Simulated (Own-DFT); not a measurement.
# One host, several defects: 4H SiC

No measurement is shown. These are fixed-geometry runs of a retired plane-wave code named Own-DFT, which no person has reviewed; spin and spin-orbit coupling are neglected.

Method: PBE; PseudoDojo norm-conserving scalar-relativistic files; cutoff 42 hartree; 4 x 4 x 3 k mesh centred on Gamma; Fermi-Dirac smearing of 0.1 eV.

Keep in mind (not all hold for every row): a neutral cation vacancy leaves holes that likely carry spin, which these runs leave out; not probed for a lower state with spin; forces on such cells failed a check on a denser k mesh; forces on such cells passed a denser k mesh, each cell not checked; stress not checked against mesh or cutoff.

All runs share one cell, with vectors in Å (9.248, 0.000, 0.000); (-4.624, 8.009, 0.000); (0.000, 0.000, 10.068) and a volume of 745.7 Å³. The atoms are randomly displaced, by u rms on each axis. The defect's site can differ from row to row.

```
cell,formula,u (Å),P (GPa)
no defect,C36Si36,0.0258,3.51
no defect,C36Si36,0.0628,6.08
no defect,C36Si36,0.0629,6.69
two N on a C site each,C34N2Si36,0.0302,2.75
two N on a C site each,C34N2Si36,0.0495,4.22
two N on a C site each,C34N2Si36,0.0543,4.59
one C on a Si site,C37Si35,0.0476,3.42
one C on a Si site,C37Si35,0.0487,3.06
one C on a Si site,C37Si35,0.0501,3.28
one Si vacancy,C36Si35,0.0282,2.97
one Si vacancy,C36Si35,0.0283,2.99
one Si vacancy,C36Si35,0.0285,2.88
one Si vacancy,C36Si35,0.0291,?
two Al on a Si site each,Al2C36Si34,0.0290,5.78
two Al on a Si site each,Al2C36Si34,0.0302,5.64
two Al on a Si site each,Al2C36Si34,0.0505,6.89
```

## Fit

P = P0 + c u² + a shift for each defect gives P0 = 2.99 GPa, c = 852 ± 60 GPa/Å² and a scatter of 0.20 GPa. The shifts, and each times the cell's volume:

- two Al on a Si site each: 1.89 ± 0.19 GPa, 8.8 eV (4.4 eV for each of its 2 sites)
- one Si vacancy: -0.73 ± 0.21 GPa, -3.4 eV
- two N on a C site each: -0.93 ± 0.17 GPa, -4.3 eV (-2.2 eV for each of its 2 sites)
- one C on a Si site: -1.77 ± 0.17 GPa, -8.2 eV

A positive shift means that the defect pushes the cell outwards. Shift times volume (160.2 GPa Å³ is 1 eV) depends little on the cell's size, so, taken for each site, it can be compared between cells at like pressure. The atoms around the defects weren't relaxed, which would change these numbers.

## The run left out

Asked: what pressure belongs in the blank (one Si vacancy, u = 0.0291 Å)?

From the fit: 2.98 ± 0.23 GPa. The run itself gave 2.80 GPa.
